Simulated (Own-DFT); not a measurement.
# Strain and stress in 2H SiC, 72 atoms (C36Si36)

All numbers below are calculated, not measured. The program, named Own-DFT, is a retired in-house plane-wave density functional code that no person has reviewed. Each row is one single-point run on a periodic cell that was not relaxed, without spin or spin-orbit coupling.

Settings of every run: PBE; PseudoDojo norm-conserving scalar-relativistic files; cutoff 42 hartree; 4 x 4 x 3 k mesh centred on Gamma; Fermi-Dirac smearing of 0.1 eV.

Known limits: forces on such cells passed a denser k mesh, each cell not checked; stress not checked against mesh or cutoff.

Unstrained cell vectors in Å: (9.248, 0.000, 0.000); (-4.624, 8.009, 0.000); (0.000, 0.000, 10.068). The unstrained cell has measured lattice constants (interpolated for alloys), not those of this functional. That, the random moves and any unrelaxed bonds set the pressure at no strain. Each run strains this cell uniformly, with the atoms carried along. Every atom was also moved at random, by a Gaussian of width 0.05 Å on each axis. Strain is the symmetric tensor, in per cent. Stress is positive in tension, and the pressure is minus a third of its trace.

```
run  e_xx (%)  e_yy (%)  e_zz (%)  e_yz (%)  e_xz (%)  e_xy (%)  s_xx (GPa)  s_yy (GPa)  s_zz (GPa)  s_yz (GPa)  s_xz (GPa)  s_xy (GPa)  P (GPa)  E (meV/atom)
  1      0.94      0.50      0.81     -1.13     -0.13     -1.36        0.61       -0.58       -1.54       -3.91       -0.24       -6.45     0.50          12.8
  2     -1.88      1.06     -1.90     -0.59      0.26      0.15      -16.58       -0.11      -21.16       -1.43       -0.20        1.55    12.62          47.7
  3      0.16      0.43      0.47      1.11     -1.13     -0.92       -2.88       -1.57       -4.94        3.34       -3.65       -5.03     3.13          10.2
  4      0.85     -1.42     -0.56      0.86      1.90     -0.85       -2.26      -12.96       -9.21        2.17        5.31       -3.48     8.15          30.4
  5      1.51      0.98      0.12      1.47     -0.93      1.18        4.49        1.41       -5.62        4.86       -2.38        5.29    -0.09          15.6
  6      1.52      0.48      0.87      0.97      1.80      1.09        4.31       -0.52       -1.03        2.92        6.23        3.69    -0.92           4.0
  7     -1.98     -0.80      1.98     -0.94      1.55     -0.39      -14.72      -10.18        2.88       -3.91        5.52        0.11     7.34          19.9
  8      0.81     -0.62      1.41     -1.52      1.44     -1.70        0.47       -9.06        1.89       -4.76        4.94       -7.65     2.24          18.8
  9     -0.14     -1.34     -1.14     -1.63      0.27     -0.68       -6.08      -14.95      -14.28       -4.86        0.38       -4.18    11.77          28.5
 10      0.53      0.82     -0.61      0.15      1.89     -0.87       -1.28        0.30      -11.14        0.66        6.34       -4.41     4.04          22.8
 11      1.39      1.71     -0.25      1.87      1.82     -0.57        4.37        3.95       -7.60        6.54        6.31       -1.72    -0.24          28.9
 12     -1.65     -1.26     -0.25     -1.01      1.60     -0.36      -16.89      -15.60       -9.32       -3.96        4.68       -3.19    13.94          49.5
 13     -0.49      1.26     -1.12      0.61      0.73     -1.96       -9.11        1.18      -12.43        1.84        2.06      -10.48     6.78          37.9
 14     -0.65      1.87     -1.22     -1.93      0.63     -0.39       -7.49        2.90      -13.87       -7.35        2.23       -1.79     6.15          33.6
 15      1.30      0.02      1.80     -0.62      0.82     -0.66        3.13       -3.29        4.25       -2.04        3.24       -2.05    -1.36           0.0
 16      0.87      1.54     -1.94      0.95      1.59      1.17        2.48        2.33      -19.15        2.96        5.08        4.10     4.78          36.2
 17     -0.75      1.44     -0.86     -1.91     -0.12      1.12           ?           ?           ?           ?           ?           ?        ?             ?
```

E is the free energy for each atom above the lowest run shown.

## Worked fit

Each stress component was fitted by least squares to a constant and the strains of the runs shown, as fractions, with shears doubled. Shear strains stay in the fit of a normal stress only where such slopes are resolved. The slopes, in GPa:

```
stress,at no strain,per e_xx,per e_yy,per e_zz,scatter
s_xx,-4.9,583 ± 26,80 ± 30,49 ± 27,1.13
s_yy,-5.6,64 ± 26,596 ± 29,66 ± 26,1.11
s_zz,-7.2,70 ± 20,-4 ± 23,595 ± 21,0.86
```

Each shear stress against twice its own strain: yz 164 ± 7, xz 163 ± 4, xy 230 ± 17 GPa. These are stiffnesses along x, y and z of the frame in which the cell vectors are given, which need not be the crystal's axes. The atoms are held to the strained lattice; where symmetry lets them move under strain, relaxing them would lower some slopes. The table should be nearly symmetric about its diagonal, and what it lacks of that shows the noise. A ninth of its sum, 233 ± 4 GPa, estimates the bulk modulus near the mean pressure of these runs, 4.9 GPa, so it lies above the value at zero pressure.

## Withheld run

Question: what normal stresses and pressure should run 17 give?

The fit gives s_xx = -8.6, s_yy = 2.0, s_zz = -12.9 and P = 6.5 GPa. The calculation gave -8.96, 3.77, -12.55 and P = 5.92 GPa.
